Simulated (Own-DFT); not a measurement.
# Computed records: Hf$_{36}$O$_{71}$ (tetragonal hafnia with one neutral oxygen vacancy, atoms displaced)

All values are calculated (Own-DFT development build). A calculation, not a measurement: plane-wave PBE and HSE06 DFT by an unreviewed code, no spin, of a simulated cell at Gamma alone, so results move with cell size and shape, stress positive in tension, energies less offsets, not probed for a lower state with spin; hafnium file: forces about 75 meV/angstrom off all-electron values; oxygen file: force components 24 meV/angstrom off all-electron in a glass; k mesh not checked against a denser one; forces and stress are PBE's, HSE06 gives the energy alone, and its difference from PBE has offsets of its own; offsets are fitted by least squares, one for each functional and potential file, so energies compare only between cells with the same atoms and settings and are not formation energies; the far tail of each file's local potential was reset to the Coulomb form; each entry is a single point on an unrelaxed cell, so the pressure reflects the starting lattice, taken from the Materials Project, from which strain is counted, and rises with the displacements; printed positions are rounded, which can move forces by about a meV/angstrom; the program is a retired in-house code; no spin-orbit coupling.

Common to all runs: first functional PBE; second functional HSE06; exact exchange share 0.25; screening 0.11 1/bohr; exchange divergence Gygi-Baldereschi; potential files PseudoDojo norm-conserving, scalar-relativistic, made for PBE, standard set; wave cutoff 48 hartree; occupations fixed; k mesh 1 x 1 x 1 centred on Gamma.

(1) Hf$_{36}$O$_{71}$ (tetragonal hafnia with one neutral oxygen vacancy, atoms displaced)

```cif
# cell vector a (Å): 10.7800 0.0000 0.0000
# cell vector b (Å): 0.0000 10.7800 0.0000
# cell vector c (Å): 0.0000 0.0000 10.4493
data_Hf36O71
_symmetry_space_group_name_H-M 'P 1'
_symmetry_Int_Tables_number 1
_cell_length_a 10.7800
_cell_length_b 10.7800
_cell_length_c 10.4493
_cell_angle_alpha 90.000
_cell_angle_beta 90.000
_cell_angle_gamma 90.000
_cell_volume 1214.30
loop_
_atom_site_label
_atom_site_type_symbol
_atom_site_fract_x
_atom_site_fract_y
_atom_site_fract_z
_atom_site_occupancy
Hf1 Hf 0.00418 0.99520 0.99206 1
Hf2 Hf 0.16517 0.16961 0.25588 1
O1 O 0.99654 0.16059 0.14914 1
O2 O 0.17292 0.00200 0.35076 1
O3 O 0.00006 0.16011 0.40043 1
O4 O 0.16532 0.99799 0.09658 1
Hf3 Hf 0.99669 0.00686 0.50031 1
Hf4 Hf 0.16601 0.16116 0.73816 1
O5 O 0.99992 0.15640 0.65375 1
O6 O 0.16138 0.99517 0.84727 1
O7 O 0.00105 0.17551 0.90635 1
O8 O 0.16245 0.00346 0.59898 1
Hf5 Hf 0.00353 0.32645 0.00590 1
Hf6 Hf 0.16463 0.50100 0.24846 1
O9 O 0.00568 0.49930 0.15027 1
O10 O 0.16728 0.33667 0.34355 1
O11 O 0.00268 0.50116 0.40943 1
O12 O 0.15870 0.33772 0.10209 1
Hf7 Hf 0.00314 0.33188 0.49221 1
Hf8 Hf 0.16418 0.50357 0.75482 1
O13 O 0.00069 0.50317 0.65655 1
O14 O 0.16981 0.34019 0.85722 1
O15 O 0.99517 0.50276 0.89869 1
O16 O 0.16721 0.33305 0.59214 1
Hf9 Hf 0.00186 0.66313 0.00333 1
Hf10 Hf 0.17677 0.83838 0.25035 1
O17 O 0.99413 0.82491 0.15490 1
O18 O 0.16701 0.67159 0.35587 1
O19 O 0.99675 0.83394 0.40091 1
O20 O 0.17029 0.66477 0.09561 1
Hf11 Hf 0.00760 0.66234 0.49598 1
Hf12 Hf 0.16340 0.83085 0.75497 1
O21 O 0.00803 0.83332 0.64797 1
O22 O 0.16032 0.66393 0.84795 1
O23 O 0.00317 0.82981 0.89779 1
O24 O 0.16500 0.66440 0.59468 1
Hf13 Hf 0.33445 0.00324 0.00008 1
Hf14 Hf 0.49802 0.17028 0.25000 1
O25 O 0.33468 0.16718 0.15524 1
O26 O 0.49983 0.00195 0.34644 1
O27 O 0.33765 0.16519 0.40418 1
O28 O 0.49828 0.99392 0.10591 1
Hf15 Hf 0.32981 0.99812 0.50133 1
Hf16 Hf 0.50933 0.16136 0.74830 1
O29 O 0.33661 0.16349 0.65821 1
O30 O 0.49494 0.00470 0.84604 1
O31 O 0.34204 0.16301 0.90726 1
O32 O 0.49840 0.00461 0.59559 1
Hf17 Hf 0.33062 0.33758 0.99496 1
Hf18 Hf 0.50276 0.49886 0.25580 1
O33 O 0.32776 0.49781 0.15116 1
O34 O 0.49710 0.33350 0.34272 1
O35 O 0.32951 0.50109 0.39520 1
O36 O 0.50135 0.33138 0.10055 1
Hf19 Hf 0.33061 0.33689 0.50625 1
Hf20 Hf 0.50207 0.50299 0.74263 1
O37 O 0.32911 0.49494 0.64281 1
O38 O 0.49938 0.33702 0.84440 1
O39 O 0.32949 0.50054 0.90780 1
O40 O 0.49399 0.33600 0.59466 1
Hf21 Hf 0.32852 0.66498 0.99432 1
Hf22 Hf 0.49408 0.82256 0.25562 1
O41 O 0.33685 0.83539 0.15463 1
O42 O 0.50422 0.66774 0.35630 1
O43 O 0.33008 0.83160 0.39560 1
O44 O 0.50460 0.66608 0.10117 1
Hf23 Hf 0.32929 0.66857 0.50186 1
Hf24 Hf 0.50547 0.83247 0.74829 1
O45 O 0.33466 0.82988 0.64418 1
O46 O 0.49410 0.67077 0.85164 1
O47 O 0.33155 0.83038 0.90339 1
O48 O 0.49540 0.66682 0.59468 1
Hf25 Hf 0.66689 0.99635 0.99597 1
Hf26 Hf 0.83861 0.17404 0.25928 1
O49 O 0.67264 0.16969 0.16236 1
O50 O 0.82853 0.00010 0.34918 1
O51 O 0.66800 0.17223 0.40190 1
O52 O 0.83490 0.00464 0.09074 1
Hf27 Hf 0.65980 0.00043 0.49694 1
Hf28 Hf 0.82996 0.16622 0.75327 1
O53 O 0.66673 0.16550 0.65722 1
O54 O 0.83111 0.00411 0.85137 1
O55 O 0.66752 0.16858 0.90763 1
O56 O 0.83766 0.99071 0.59849 1
Hf29 Hf 0.66283 0.33373 0.99633 1
Hf30 Hf 0.83069 0.49952 0.24778 1
O57 O 0.66391 0.50346 0.14480 1
O58 O 0.83606 0.32698 0.35007 1
O59 O 0.66031 0.50116 0.40142 1
O60 O 0.83075 0.34402 0.10136 1
Hf31 Hf 0.66333 0.33395 0.49826 1
Hf32 Hf 0.82797 0.50476 0.74702 1
O61 O 0.67149 0.50663 0.65355 1
O62 O 0.83401 0.33024 0.84245 1
O63 O 0.66375 0.50418 0.90089 1
O64 O 0.83340 0.33198 0.59121 1
Hf33 Hf 0.66583 0.65585 0.99940 1
Hf34 Hf 0.83372 0.83785 0.24906 1
O65 O 0.67022 0.82597 0.15520 1
O66 O 0.83683 0.66546 0.35145 1
O67 O 0.83556 0.66869 0.09387 1
Hf35 Hf 0.66621 0.66579 0.49848 1
Hf36 Hf 0.83166 0.84157 0.75727 1
O68 O 0.66995 0.82690 0.65262 1
O69 O 0.83599 0.66951 0.83940 1
O70 O 0.66923 0.83151 0.90000 1
O71 O 0.83417 0.67006 0.59637 1
```

It finds PBE energy of cell above offsets -97.779 eV; HSE06 less PBE above offsets 0.011 eV; PBE pressure 2.06 GPa; PBE stress xx -0.81 GPa; PBE stress yy -2.78 GPa; PBE stress zz -2.58 GPa; PBE stress yz -0.95 GPa; PBE stress xz -0.16 GPa; PBE stress xy 0.07 GPa.

Force:
```tsv
element	x (eV/Å)	y (eV/Å)	z (eV/Å)
Hf	-0.637	0.879	1.452
Hf	0.736	-0.622	-1.476
O	0.903	0.872	0.856
O	-0.062	0.119	-0.208
O	0.425	2.052	-0.636
O	0.188	-0.194	0.128
Hf	-0.204	-3.825	0.504
Hf	0.32	0.335	1.815
O	-0.686	0.791	-0.309
O	0.163	1.427	-0.099
O	0.222	-2.529	-1.249
O	1.21	0.457	-0.018
Hf	-1.305	2.099	-0.555
Hf	1.212	0.918	0.137
O	-1.699	0.66	0.751
O	-0.622	-0.888	0.908
O	-0.122	-1.716	-1.443
O	1.884	-0.775	0.217
Hf	-0.822	0.77	1.291
Hf	-0.866	-0.923	-0.555
O	-0.06	-0.5	-0.424
O	0.198	-1.201	-1.17
O	0.197	-0.804	0.884
O	-1.155	-0.902	0.887
Hf	-0.554	-0.099	-0.296
Hf	-2.035	-0.509	0.257
O	1.882	0.572	-0.689
O	-0.109	-0.505	-1.313
O	0.297	0.753	0.322
O	-0.453	0.38	0.488
Hf	-1.941	2.691	0.885
Hf	-0.066	-0.172	-1.413
O	-0.656	0.071	1.145
O	0.814	0.511	0.355
O	-0.3	0.282	0.327
O	1.144	-0.189	1.255
Hf	0.601	-0.662	0.908
Hf	0.759	-1.132	-0.509
O	-1.316	0.029	-0.106
O	0.644	-0.85	0.712
O	-0.537	0.65	0.576
O	0.646	0.561	-1.703
Hf	0.146	0.105	-0.583
Hf	-2.388	1.203	0.938
O	-0.336	0.195	-0.44
O	0.853	-1.763	0.147
O	-0.715	1.114	-0.232
O	0.421	-0.271	0.488
Hf	-0.143	-1.113	1.272
Hf	-1.277	0.419	-1.227
O	1.168	-0.124	0.083
O	0.283	0.437	1.063
O	0.489	-0.054	0.817
O	-0.189	0.239	-0.876
Hf	0.384	0.136	-1.951
Hf	-0.722	0.052	0.423
O	0.522	0.452	1.353
O	0.189	-0.006	-0.154
O	0.438	0.507	-1.551
O	1.843	0.116	0.385
Hf	1.448	0.478	1.403
Hf	1.854	2.097	-1.055
O	-0.752	-0.439	-0.624
O	0.095	-0.876	-0.26
O	0.318	0.331	0.436
O	-1.502	-0.09	-0.084
Hf	-0.42	-0.381	-0.596
Hf	-0.904	-0.167	-0.015
O	-0.18	0.468	0.831
O	0.405	-0.863	-1.003
O	-0.227	0.88	-0.28
O	0.932	-0.469	0.989
Hf	-0.02	0.034	2.461
Hf	-1.412	-2.939	-2.634
O	-0.579	0.103	-0.629
O	-0.414	0.507	0.175
O	-0.298	-0.409	1.139
O	-0.279	-0.907	-0.146
Hf	0.971	-0.76	-0.96
Hf	1.103	0.938	-0.269
O	0.838	0.101	-1
O	0.153	0.023	-0.05
O	-0.377	-0.66	-0.729
O	-1.655	0.587	0.215
Hf	0.444	0.07	1.265
Hf	0.436	0.612	-0.722
O	0.523	-0.106	1.028
O	0.358	3.19	0.708
O	0.463	-1.037	-0.44
O	0.234	-0.218	-0.387
Hf	0.348	-0.259	0.093
Hf	2.982	0.101	0.686
O	-2.255	-0.529	-0.921
O	-0.76	0.663	0.134
O	0.07	-1.622	-1.212
O	0.049	-0.114	-0.066
Hf	0.351	2.537	1.38
Hf	0.264	-0.616	0.447
O	-0.805	0.538	0.581
O	-1.029	-0.319	-1.005
O	-0.576	-1.143	0.031
Hf	1.161	1.653	0.42
Hf	1.227	-1.825	-2.112
O	-1.009	0.625	-0.177
O	-0.477	-0.032	0.767
O	-0.287	0.271	-0.144
O	-0.016	-0.556	-0.52
```

(2) Hf$_{36}$O$_{71}$ (tetragonal hafnia with one neutral oxygen vacancy, atoms displaced)

```cif
# cell vector a (Å): 10.7800 0.0000 0.0000
# cell vector b (Å): 0.0000 10.7800 0.0000
# cell vector c (Å): 0.0000 0.0000 10.4493
data_Hf36O71
_symmetry_space_group_name_H-M 'P 1'
_symmetry_Int_Tables_number 1
_cell_length_a 10.7800
_cell_length_b 10.7800
_cell_length_c 10.4493
_cell_angle_alpha 90.000
_cell_angle_beta 90.000
_cell_angle_gamma 90.000
_cell_volume 1214.30
loop_
_atom_site_label
_atom_site_type_symbol
_atom_site_fract_x
_atom_site_fract_y
_atom_site_fract_z
_atom_site_occupancy
Hf1 Hf 0.99783 0.99510 0.99263 1
Hf2 Hf 0.16962 0.15584 0.24579 1
O1 O 0.98589 0.16904 0.14615 1
O2 O 0.16535 0.00174 0.35044 1
O3 O 0.99485 0.17378 0.38404 1
O4 O 0.17392 0.00399 0.10818 1
Hf3 Hf 0.99689 0.00086 0.50899 1
Hf4 Hf 0.16026 0.17367 0.74770 1
O5 O 0.00364 0.16688 0.65479 1
O6 O 0.16033 0.99766 0.86452 1
O7 O 0.99609 0.16186 0.91076 1
O8 O 0.16827 0.00757 0.59898 1
Hf5 Hf 0.00166 0.33127 0.99553 1
Hf6 Hf 0.16788 0.50223 0.24503 1
O9 O 0.00323 0.49816 0.15271 1
O10 O 0.17555 0.34301 0.34369 1
O11 O 0.99688 0.49423 0.40190 1
O12 O 0.16388 0.32450 0.10387 1
Hf7 Hf 0.00985 0.33291 0.50285 1
Hf8 Hf 0.17569 0.50738 0.75015 1
O13 O 0.00493 0.49627 0.64819 1
O14 O 0.17068 0.32722 0.85955 1
O15 O 0.98983 0.49008 0.90653 1
O16 O 0.17271 0.35437 0.59632 1
Hf9 Hf 0.99582 0.66089 0.00712 1
Hf10 Hf 0.17373 0.84541 0.26552 1
O17 O 0.00611 0.82886 0.17066 1
O18 O 0.16905 0.66632 0.34207 1
O19 O 0.99287 0.83617 0.39567 1
O20 O 0.18073 0.66749 0.09555 1
Hf11 Hf 0.00323 0.66363 0.48905 1
Hf12 Hf 0.16842 0.83186 0.74446 1
O21 O 0.17865 0.66125 0.85008 1
O22 O 0.00225 0.83811 0.90256 1
O23 O 0.17457 0.66896 0.60075 1
Hf13 Hf 0.33543 0.00023 0.00389 1
Hf14 Hf 0.49849 0.14813 0.24852 1
O24 O 0.34903 0.17074 0.15281 1
O25 O 0.49089 0.99346 0.34514 1
O26 O 0.32740 0.14645 0.41620 1
O27 O 0.49973 0.99815 0.09006 1
Hf15 Hf 0.32403 0.01005 0.50183 1
Hf16 Hf 0.50926 0.17047 0.75138 1
O28 O 0.32041 0.17519 0.66185 1
O29 O 0.49831 0.99832 0.84431 1
O30 O 0.34258 0.18005 0.92009 1
O31 O 0.51301 0.99519 0.59751 1
Hf17 Hf 0.34160 0.32835 0.99588 1
Hf18 Hf 0.49403 0.49430 0.25157 1
O32 O 0.33201 0.50087 0.15206 1
O33 O 0.48729 0.34376 0.34690 1
O34 O 0.33468 0.49328 0.40317 1
O35 O 0.50135 0.35200 0.08427 1
Hf19 Hf 0.34121 0.33459 0.50262 1
Hf20 Hf 0.49569 0.50051 0.73530 1
O36 O 0.33840 0.51025 0.63087 1
O37 O 0.50416 0.31700 0.85400 1
O38 O 0.33614 0.50545 0.90099 1
O39 O 0.50820 0.33174 0.60289 1
Hf21 Hf 0.35686 0.67737 0.99436 1
Hf22 Hf 0.49301 0.82939 0.25522 1
O40 O 0.34557 0.81622 0.14456 1
O41 O 0.50090 0.66650 0.35493 1
O42 O 0.33663 0.83206 0.40246 1
O43 O 0.49787 0.67493 0.09542 1
Hf23 Hf 0.34411 0.67047 0.51440 1
Hf24 Hf 0.49553 0.83904 0.74949 1
O44 O 0.34459 0.83197 0.66871 1
O45 O 0.50446 0.66536 0.85019 1
O46 O 0.34330 0.84314 0.88689 1
O47 O 0.48020 0.65735 0.61011 1
Hf25 Hf 0.65382 0.98981 0.00035 1
Hf26 Hf 0.83520 0.17892 0.25347 1
O48 O 0.67240 0.17968 0.16779 1
O49 O 0.82660 0.99059 0.35177 1
O50 O 0.66471 0.16847 0.40254 1
O51 O 0.83246 0.02492 0.09854 1
Hf27 Hf 0.67845 0.99204 0.49905 1
Hf28 Hf 0.82905 0.18183 0.76043 1
O52 O 0.65660 0.17719 0.65310 1
O53 O 0.83152 0.00775 0.85052 1
O54 O 0.66672 0.17955 0.90226 1
O55 O 0.83209 0.00417 0.59766 1
Hf29 Hf 0.66761 0.32698 0.00516 1
Hf30 Hf 0.82978 0.50331 0.25496 1
O56 O 0.67510 0.50890 0.16400 1
O57 O 0.85366 0.32610 0.31957 1
O58 O 0.66493 0.50049 0.40492 1
O59 O 0.83883 0.33798 0.10059 1
Hf31 Hf 0.66170 0.33755 0.51136 1
Hf32 Hf 0.84135 0.50214 0.75047 1
O60 O 0.66795 0.49885 0.65589 1
O61 O 0.82736 0.33791 0.84873 1
O62 O 0.67278 0.50078 0.88621 1
O63 O 0.83413 0.32836 0.60781 1
Hf33 Hf 0.65376 0.66914 0.99573 1
Hf34 Hf 0.84541 0.83595 0.23976 1
O64 O 0.67095 0.82960 0.15482 1
O65 O 0.83451 0.66762 0.34881 1
O66 O 0.67477 0.83156 0.40416 1
O67 O 0.83693 0.65266 0.10732 1
Hf35 Hf 0.66371 0.67288 0.49627 1
Hf36 Hf 0.84362 0.83970 0.74906 1
O68 O 0.66564 0.81865 0.65832 1
O69 O 0.82672 0.67074 0.84694 1
O70 O 0.67291 0.81918 0.90501 1
O71 O 0.83896 0.67256 0.58542 1
```

Question: Hf$_{36}$O$_{71}$ (tetragonal hafnia with one neutral oxygen vacancy, atoms displaced) (entry 2): PBE pressure?
Answer: 6.74 GPa

Question: Give the table of force values for Hf$_{36}$O$_{71}$ (tetragonal hafnia with one neutral oxygen vacancy, atoms displaced) (entry 2).
Answer: 
Force:
```tsv
element	x (eV/Å)	y (eV/Å)	z (eV/Å)
Hf	-0.66	2.72	2.299
Hf	-2.695	4.389	-1.555
O	4.201	-0.611	0.281
O	-0.058	0.497	1.975
O	1.913	-1.54	3.134
O	0.021	-0.327	0.243
Hf	-0.631	0.234	-2.101
Hf	0.293	-0.759	2.806
O	-1.031	0.315	-0.986
O	1.098	0.669	-1.904
O	-0.106	0.868	-2.212
O	-1.253	-1.31	0.891
Hf	0.371	-1.195	3.553
Hf	0.385	0.124	-0.73
O	0.056	0.849	-0.353
O	0.009	-3.121	1.28
O	0.098	0.553	0.643
O	0.819	-0.359	-0.773
Hf	-0.656	0.515	-1.491
Hf	-0.085	-1.209	0.059
O	0.064	0.648	0.785
O	-0.489	1.152	-1.851
O	0.434	2.889	-1.49
O	-0.055	-1.497	0.338
Hf	1.457	-1.123	0.818
Hf	0.115	-4.639	-2.393
O	1.878	0.391	-3.23
O	-0.844	1.028	1.056
O	1.454	0.327	2.325
O	-1.845	0.156	-1.114
Hf	-0.226	-0.314	-0.256
Hf	-0.07	-0.279	1.797
O	-1.263	2.079	-1.118
O	-0.587	-2.67	-1.044
O	-1.554	0.992	0.363
Hf	-1.681	0.478	-2.024
Hf	3.48	2.629	1.344
O	-2.099	-0.417	0.5
O	0.414	0.011	-0.102
O	0.536	8.134	-4.28
O	-0.384	0.402	2.076
Hf	2.99	-7.068	3.819
Hf	-2.122	-1.343	0.475
O	2.544	-0.249	-0.729
O	1.16	1.593	1.238
O	-0.526	-7.306	-2.633
O	-1.826	0.193	-0.303
Hf	-2.025	5.64	2.555
Hf	0.109	1.055	-1.071
O	0.988	-0.006	0.086
O	0.394	-4.153	0.923
O	0.405	2.061	0.329
O	0.986	0.155	1.936
Hf	-1.382	1.042	-1.746
Hf	1.639	-0.236	3.338
O	-1.311	-2.57	2.498
O	-0.65	3.475	-1.045
O	0.486	-1.236	-1.435
O	-3.008	0.559	0.584
Hf	-5.715	-1.385	-1.268
Hf	1.76	-1.343	0.089
O	-1.743	2.729	0.747
O	0.055	0.245	0.094
O	-0.719	1.073	0.171
O	2.962	-0.806	2.265
Hf	-4.616	-0.732	-5.43
Hf	3.764	-0.432	1.035
O	-4.524	0.037	-3.855
O	-0.28	0.166	-0.275
O	-0.598	-0.33	2.574
O	7.188	0.82	1.76
Hf	4.723	0.181	-0.858
Hf	0.045	-6.874	-2.287
O	-4.104	-0.166	-2.144
O	0.498	1.247	0.13
O	-0.389	0.112	1.384
O	-1.181	-3.243	-1.413
Hf	-1.306	1.264	-1.205
Hf	-0.274	-1.286	-0.865
O	3.273	-0.408	-0.171
O	-0.2	-1.41	-0.771
O	0.31	-4.049	-0.447
O	0.941	-0.547	1.435
Hf	1.326	3.163	0.627
Hf	1.697	-0.296	-0.975
O	-3.266	-0.277	-1.147
O	-0.507	7.283	5.525
O	0.495	-0.673	0.724
O	-1.24	0.126	-1.997
Hf	2.441	-0.648	-1.757
Hf	-1.366	0.715	0.582
O	-0.11	0.276	-1.294
O	0.76	-0.051	0.396
O	-0.798	-0.135	2.314
O	0.312	0.123	-1.403
Hf	2.992	-3.846	0.54
Hf	-3.073	-0.127	2.482
O	-1.053	0.794	-0.718
O	0.159	0.58	0.214
O	-1.271	-0.111	-0.015
O	0.163	1.646	-1.553
Hf	1.228	-0.763	0.593
Hf	-1.123	-0.999	0.359
O	0.912	0.239	-0.53
O	1.929	0.231	-0.705
O	-0.498	4.479	-0.377
O	0.343	0.121	1.04
```

Further results for Hf$_{36}$O$_{71}$ (tetragonal hafnia with one neutral oxygen vacancy, atoms displaced) (entry 2):

- PBE energy of cell above offsets: -84.537 eV
- HSE06 less PBE above offsets: 0.608 eV
- PBE stress xx: -7.13 GPa
- PBE stress yy: -6.67 GPa
- PBE stress zz: -6.42 GPa
- PBE stress yz: -1.17 GPa
- PBE stress xz: -0.57 GPa
- PBE stress xy: -0.12 GPa
